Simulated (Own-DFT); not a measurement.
Simulation results for AlN (wurtzite, atoms displaced)

Computed with Own-DFT development build. A calculation, not a measurement: plane-wave PBE density functional theory by an unreviewed code, no spin, of a simulated periodic cell, stress positive in tension, free energy of the whole cell less one offset for each atom, some atoms lie very close together; forces on such cells moved up to 12 meV/angstrom on a denser k mesh; offsets are fitted by least squares, one for each functional and potential file, so energies compare only between cells with the same atoms and settings and are not formation energies; the far tail of each file's local potential was reset to the Coulomb form; each entry is a single point on an unrelaxed cell, so the pressure reflects the starting lattice, mostly measured values (interpolated for alloys), from which strain is counted, and rises with the displacements; printed positions are rounded, which can move forces by about a meV/angstrom; the program, named Own-DFT, is a retired in-house code; no spin-orbit coupling; before rounding, a Quantum ESPRESSO 7.3.1 run of the same cell and cutoff gave forces within 1 meV/angstrom rms on each cell, which checks the program and not the settings.

## AlN (wurtzite, atoms displaced)

```
cell vectors (Å)
   9.3360     0.0000     0.0000
  -4.6680     8.0852     0.0000
   0.0000     0.0000     9.9640
atoms (fractions of the cell vectors)
Al  0.10903  0.20675  0.99490
Al  0.20725  0.09336  0.24873
N   0.12932  0.25639  0.17410
N   0.22350  0.12337  0.45050
Al  0.10908  0.23423  0.51809
Al  0.23315  0.11693  0.73255
N   0.10271  0.20165  0.69099
N   0.20678  0.12393  0.94220
Al  0.10507  0.53417  0.98654
Al  0.23363  0.46710  0.26391
N   0.09600  0.54216  0.19971
N   0.19980  0.43095  0.43959
Al  0.12094  0.56192  0.51063
Al  0.24196  0.48381  0.75238
N   0.10372  0.52874  0.65762
N   0.21332  0.46449  0.92444
Al  0.10522  0.87869  0.01544
Al  0.21793  0.77296  0.22445
N   0.12768  0.88014  0.20727
N   0.23672  0.77702  0.47169
Al  0.09812  0.87769  0.48919
Al  0.22995  0.79909  0.75660
N   0.08623  0.89952  0.67924
N   0.26815  0.80265  0.95988
Al  0.42232  0.20672  0.96549
Al  0.55163  0.11845  0.24259
N   0.44820  0.22911  0.19268
N   0.57324  0.09916  0.42838
Al  0.42932  0.22706  0.49512
Al  0.57750  0.10822  0.76922
N   0.44967  0.21617  0.66272
N   0.51914  0.06920  0.94981
Al  0.41276  0.52042  0.99095
Al  0.56996  0.45628  0.24595
N   0.47081  0.55948  0.18799
N   0.54515  0.40927  0.43340
Al  0.43714  0.52538  0.47793
Al  0.54160  0.45446  0.73181
N   0.46022  0.57615  0.70350
N   0.53746  0.43261  0.93205
Al  0.42968  0.85995  0.01573
Al  0.55019  0.81004  0.26331
N   0.48244  0.91266  0.19270
N   0.53384  0.78377  0.44710
Al  0.42728  0.86094  0.48110
Al  0.56513  0.77826  0.74169
N   0.44680  0.86984  0.67652
N   0.56130  0.79555  0.94753
Al  0.78478  0.23167  0.98822
Al  0.89495  0.11730  0.25451
N   0.76414  0.18717  0.20157
N   0.87790  0.10041  0.44173
Al  0.77637  0.21821  0.50281
Al  0.87928  0.12158  0.74448
N   0.79440  0.20534  0.68697
N   0.86582  0.12259  0.91168
Al  0.76197  0.54559  0.01016
Al  0.89298  0.44064  0.27389
N   0.77953  0.55594  0.21144
N   0.90359  0.45773  0.46377
Al  0.77471  0.54208  0.47986
Al  0.91783  0.44802  0.74657
N   0.75064  0.53709  0.69495
N   0.88682  0.45928  0.94939
Al  0.75330  0.88093  0.00961
Al  0.89249  0.76673  0.25726
N   0.76859  0.88219  0.16444
N   0.90260  0.77218  0.44774
Al  0.77427  0.90788  0.49210
Al  0.88845  0.77789  0.76196
N   0.76999  0.89695  0.69375
N   0.88025  0.76017  0.93637
```

Here we set functional PBE, potential files PseudoDojo norm-conserving, scalar-relativistic, standard set, wave cutoff 42 hartree, occupations Fermi-Dirac, smearing width 0.1 eV and k mesh 3 x 3 x 2 centred on Gamma.

Questions
1. What stress xx does the calculation give for AlN (wurtzite, atoms displaced)?

Answers
1. -30.85 GPa

Further results for AlN (wurtzite, atoms displaced):

| Property | Result |
| --- | --- |
| free energy of cell above offsets | 11.378 eV |
| pressure | 21.44 GPa |
| stress yy | -14.24 GPa |
| stress zz | -19.22 GPa |
| stress yz | 1.92 GPa |
| stress xz | -2.51 GPa |
| stress xy | 3.5 GPa |

Force:
```tsv
element	x (eV/Å)	y (eV/Å)	z (eV/Å)
Al	-10.26	4.406	1.668
Al	1.197	5.563	1.074
N	-0.243	-3.025	1.77
N	-2.915	-2.998	-2.737
Al	0.07	-3.157	-2.081
Al	-1.122	-0.835	0.035
N	-0.601	3.139	1.696
N	7.869	-6.633	-3.853
Al	-6.659	4.514	5.779
Al	1.253	-1.717	-3.051
N	1.488	2.184	-1.832
N	2.396	1.936	0.494
Al	-0.331	2.154	-13.05
Al	0.86	-2.293	-3.163
N	0.881	0.083	16.65
N	6.017	-4.46	-0.522
Al	-0.178	0.507	-2.393
Al	6.86	-3.328	2.755
N	-7.056	2.35	-2.206
N	-10.59	-3.203	-4.063
Al	5.462	3.902	3.083
Al	1.103	0.795	-1.708
N	3.982	-1.272	1.849
N	-21.06	-9.389	-7.57
Al	2.55	0.682	3.622
Al	0.269	1.04	1.695
N	-1.475	-0.702	-1.396
N	-3.003	0.039	0.885
Al	3.641	-6.68	-1.086
Al	-1.311	-1.877	-3.33
N	0.001	0.27	6.927
N	0.569	5.746	-1.831
Al	2.238	3.823	2.062
Al	-1.643	-4.513	0.605
N	-5.256	1.779	0.329
N	0.319	8.7	-2.147
Al	-1.288	2.811	1.256
Al	3.818	-3.851	2.162
N	-3.341	-3.669	-3.509
N	0.821	-0.244	-0.152
Al	16.52	7.672	5.713
Al	9.272	-6.173	1.552
N	-9.736	-0.14	-3.754
N	12.73	-6.895	-3.751
Al	-1.125	11.69	5.732
Al	-1.766	3.506	2.81
N	-2.487	1.83	2.294
N	-1.431	-5.08	-3.15
Al	-2.383	-1.045	3.597
Al	1.783	-0.855	-1.149
N	-0.725	5.432	-2.729
N	2.127	5.63	-1.862
Al	-0.833	0.041	-0.403
Al	13.73	-8.186	2.106
N	-13.88	9.028	-4.758
N	3.941	-1.373	6.195
Al	-1.031	0.544	-1.005
Al	-0.685	-2.007	-1.108
N	2.773	-0.759	-1.941
N	0.184	-2.826	-2.772
Al	-2.031	1.1	3.986
Al	-5.394	-1.575	-0.328
N	4.318	2.287	-1.385
N	1.569	-1.404	-1.677
Al	2.585	1.851	-9.703
Al	-1.712	2.36	-0.163
N	3.257	1.023	13.54
N	-6.595	-2.395	-3.327
Al	0.332	-6.433	4.029
Al	-2.367	-0.892	-3.714
N	3.129	-0.065	-1.803
N	0.591	1.531	4.203
```
